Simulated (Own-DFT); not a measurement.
# Response to strain: diamond-structure GeSn with randomly placed atoms, 64 atoms (Ge56Sn8)

Calculated results; nothing here was measured. They come from Own-DFT, an in-house plane-wave density functional program, since retired, whose code no person has reviewed. Each row is one single-point run on a periodic cell that was not relaxed, without spin or spin-orbit coupling.

Settings of every run: PBE; PseudoDojo norm-conserving scalar-relativistic files; cutoff 49 hartree; 3 x 3 x 3 k mesh centred on Gamma; Fermi-Dirac smearing of 0.1 eV.

Known limits: forces on such cells moved up to 12 meV/angstrom on a denser k mesh; stress not checked against mesh or cutoff.

Unstrained cell vectors in Å: (11.524, 0.000, 0.000); (0.000, 11.524, 0.000); (0.000, 0.000, 11.524). The unstrained cell has measured lattice constants (interpolated for alloys), not those of this functional. That, the random moves and any unrelaxed bonds set the pressure at no strain. Each run strains this cell uniformly, with the atoms carried along. Every atom was also moved at random, by a Gaussian of width 0.05 Å on each axis. The random placing of the alloy's atoms differs from row to row. Strain is the symmetric tensor, in per cent. Stress is positive in tension, and the pressure is minus a third of its trace.

```
run,e_xx (%),e_yy (%),e_zz (%),s_xx (GPa),s_yy (GPa),s_zz (GPa),P (GPa),E (meV/atom)
1,2.75,2.75,0.00,-0.95,-1.04,-2.52,1.50,0.0
2,0.25,0.25,0.00,-4.82,-4.68,-4.92,4.81,22.6
3,-2.50,-2.50,0.00,-10.04,-9.96,-8.43,9.48,82.3
4,1.25,1.25,0.00,-3.11,-3.19,-3.81,3.37,11.0
5,1.50,1.50,0.00,-2.88,-2.90,-3.78,3.19,16.7
6,3.00,3.00,0.00,-0.93,-0.80,-2.39,1.37,10.9
7,1.00,1.00,0.00,-3.40,-3.49,-3.93,3.61,5.3
8,-0.25,-0.25,0.00,-5.81,-5.77,-5.61,5.73,42.1
9,-0.75,-0.75,0.00,?,?,?,?,?
```

E is the free energy for each atom above the lowest run shown.

## Worked fit

The change of volume is close to e_xx + e_yy + e_zz. A straight line through the runs shown gives P = 5.45 - 74 x (fractional change of volume) GPa, with an error of 3 on the slope and a scatter of 0.32 GPa. The strain isn't the same on all axes, but the crystal is cubic, so the slope still estimates the bulk modulus, averaged over pressures from 1.4 to 9.5 GPa.

## Withheld run

Question: what pressure should run 9 give? Its volume changes by -1.49 %.

The line gives 6.5 GPa. The calculation gave 6.25 GPa.
